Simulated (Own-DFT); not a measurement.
# Biaxial strain at fixed height in diamond-structure GeSn with randomly placed atoms, 64 atoms (Ge56Sn8)

Source: density functional calculations with Own-DFT, an unreviewed in-house program that is no longer used. Nothing was measured or relaxed, and spin and spin-orbit coupling are left out.

Settings: PBE; PseudoDojo norm-conserving scalar-relativistic files; cutoff 49 hartree; 3 x 3 x 3 k mesh centred on Gamma; Fermi-Dirac smearing of 0.1 eV.

Known weak points: forces on such cells moved up to 12 meV/angstrom on a denser k mesh; stress not checked against mesh or cutoff.

Unstrained cell vectors in Å: (11.524, 0.000, 0.000); (0.000, 11.524, 0.000); (0.000, 0.000, 11.524). The unstrained cell has measured lattice constants (interpolated for alloys), not those of this functional. That, the random moves and any unrelaxed bonds set the pressure at no strain. Each run strains x and y alike by e, as a substrate would, and holds the height along z. Random moves of width 0.05 Å per axis were added to every atom. The random placing of the alloy's atoms differs from row to row. Stress is positive in tension.

```
e (%),u (Å),(s_xx + s_yy)/2 (GPa),s_zz (GPa)
-3.00,0.044,-11.06,-9.18
-2.25,0.052,-9.61,-8.36
-2.00,0.050,-8.89,-7.95
-1.75,0.050,-8.38,-7.53
-1.50,0.049,?,?
-0.75,0.051,-6.66,-6.27
0.25,0.053,-4.91,-5.00
1.75,0.054,-2.45,-3.44
2.50,0.048,-1.30,-2.57
2.75,0.051,-0.84,-2.29
```

## Working it out

With e as a fraction, the in-plane stress is -5.3 + 174 e - 542 e² GPa (errors 2 and 112, scatter 0.10), and s_zz is -5.4 + 120 e - 319 e² GPa (slope ± 1, scatter 0.08). At e = 0 the first slope is C11 + C12 and the second 2 C12, both with the ions held to the strained lattice and at the cell's own pressure. The term in e² is negative: the layer stiffens under compression and softens under tension. A free layer would change its height as e changes, and the in-plane slope would drop by 2 C12²/C11 to the biaxial modulus. At fixed height, a misfit of 1 % moves the in-plane stress by about 1.7 GPa and s_zz by 1.2 GPa.

## Check

The question: what are the two stresses at e = -1.50 %?

The fit gives -8.0 and -7.2 GPa. Computed: -7.74 and -6.84 GPa. The miss is larger than the scatter suggests: chance, or a term that the fit lacks.
